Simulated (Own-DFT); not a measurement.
# One host, several defects: zincblende GaAs

Everything here is calculated. The program is Own-DFT (plane waves, in-house, since retired, never reviewed by a person); positions were held fixed, and spin and spin-orbit coupling were off.

All runs used: PBE; PseudoDojo norm-conserving scalar-relativistic files; cutoff 42 hartree; 3 x 3 x 3 k mesh centred on Gamma; Fermi-Dirac smearing of 0.1 eV.

Known weak points (not all hold for every row): not probed for a lower state with spin; forces not confirmed at this smearing and k mesh; stress not checked against mesh or cutoff.

All runs share one cell, with vectors in Å (11.737, 0.000, 0.000); (0.000, 11.737, 0.000); (0.000, 0.000, 10.919) and a volume of 1504.3 Å³, strained against the parent crystal. u is the rms random offset of the atoms per axis. The defect's site can differ from row to row.

```
                             cell     formula   u (Å)  P (GPa)
                        no defect    As32Ga32  0.0314     0.81
                        no defect    As32Ga32  0.0319     0.79
                        no defect    As32Ga32  0.0479     1.04
              one In on a Ga site  As32Ga31In  0.0295     1.35
              one In on a Ga site  As32Ga31In  0.0301     1.34
              one In on a Ga site  As32Ga31In  0.0486        ?
              one In on a Ga site  As32Ga31In  0.0505     1.71
              one Al on a Ga site  AlAs32Ga31  0.0325     0.75
              one Al on a Ga site  AlAs32Ga31  0.0462     0.86
              one Al on a Ga site  AlAs32Ga31  0.0475     0.98
one As vacancy and one Ga vacancy    As31Ga31  0.0319     0.49
one As vacancy and one Ga vacancy    As31Ga31  0.0477     0.50
one As vacancy and one Ga vacancy    As31Ga31  0.0483     0.78
              one P on an As site   As31Ga32P  0.0302     0.51
              one P on an As site   As31Ga32P  0.0490     0.84
              one P on an As site   As31Ga32P  0.0501     0.82
```

## Working it out

P = P0 + c u² + a shift for each defect gives P0 = 0.62 GPa, c = 184 ± 30 GPa/Å² and a scatter of 0.08 GPa. The shifts, and each times the cell's volume:

- one In on a Ga site: 0.59 ± 0.06 GPa, 5.5 eV
- one Al on a Ga site: -0.09 ± 0.06 GPa, -0.8 eV (not resolved)
- one P on an As site: -0.25 ± 0.06 GPa, -2.3 eV
- one As vacancy and one Ga vacancy: -0.37 ± 0.06 GPa, -3.5 eV

Positive is outwards. The product with the volume (160.2 GPa Å³ to the eV) is nearly free of the cell's size; divided by the bulk modulus at the cell's pressure it gives the volume that the defect adds. The atoms around the defects weren't relaxed, which would change these numbers.

## Test on the hidden row

The question: what pressure belongs in the blank (one In on a Ga site, u = 0.0486 Å)?

From the fit: 1.64 ± 0.09 GPa. The calculation gave 1.55 GPa.
